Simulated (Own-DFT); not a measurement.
# Stretching a layer in its plane: wurtzite AlGaN with randomly placed atoms, 128 atoms (Al48Ga16N64)

The numbers are computed, not measured, by runs of the plane-wave DFT program Own-DFT (in-house, retired, unreviewed) at fixed positions, with no spin and no spin-orbit coupling.

Common settings: PBE; PseudoDojo norm-conserving scalar-relativistic files (stringent for Ga); cutoff 96 hartree; 3 x 3 x 3 k mesh centred on Gamma; Gaussian smearing of 0.01 eV.

Known weak points: k mesh not checked against a denser one; stress not checked against mesh or cutoff.

Unstrained cell vectors in Å: (12.525, 0.000, 0.000); (-6.263, 10.847, 0.000); (0.000, 0.000, 10.066). The unstrained cell has measured lattice constants (interpolated for alloys), not those of this functional. That, the random moves and any unrelaxed bonds set the pressure at no strain. Each run strains x and y alike by e, as a substrate would, and holds the height along z. All atoms carry random offsets, Gaussian with a width of 0.05 Å per axis. The random placing of the alloy's atoms differs from row to row. Stress is positive in tension.

| e (%) | u (Å) | (s_xx + s_yy)/2 (GPa) | s_zz (GPa) |
|---|---|---|---|
| -2.00 | 0.049 | -19.17 | -9.23 |
| -1.00 | 0.051 | -11.78 | -9.11 |
| -0.50 | 0.051 | -8.97 | -8.28 |
| -0.25 | 0.048 | ? | ? |
| 1.25 | 0.048 | 0.42 | -4.11 |
| 1.75 | 0.048 | 3.02 | -3.34 |
| 2.00 | 0.049 | 4.68 | -5.21 |
| 2.50 | 0.048 | 6.08 | -2.33 |
| 2.75 | 0.052 | 7.50 | -3.79 |
| 3.00 | 0.049 | 8.41 | -2.55 |

## Worked fit

With e as a fraction, the in-plane stress is -6.0 + 581 e - 3486 e² GPa (errors 8 and 497, scatter 0.31), and s_zz is -6.9 + 147 e GPa (slope ± 19, scatter 0.96). At e = 0 the first slope is C11 + C12 and the second 2 C13, both with the ions held to the strained lattice and at the cell's own pressure. The term in e² is negative: the layer stiffens under compression and softens under tension. A free layer would change its height as e changes, and the in-plane slope would drop by 2 C13²/C33 to the biaxial modulus. At fixed height, a misfit of 1 % moves the in-plane stress by about 5.8 GPa and s_zz by 1.5 GPa.

## The run left out

Q: what are the two stresses at e = -0.25 %?

Estimate: -7.4 and -7.3 GPa. The calculation gave -7.70 and -7.00 GPa.
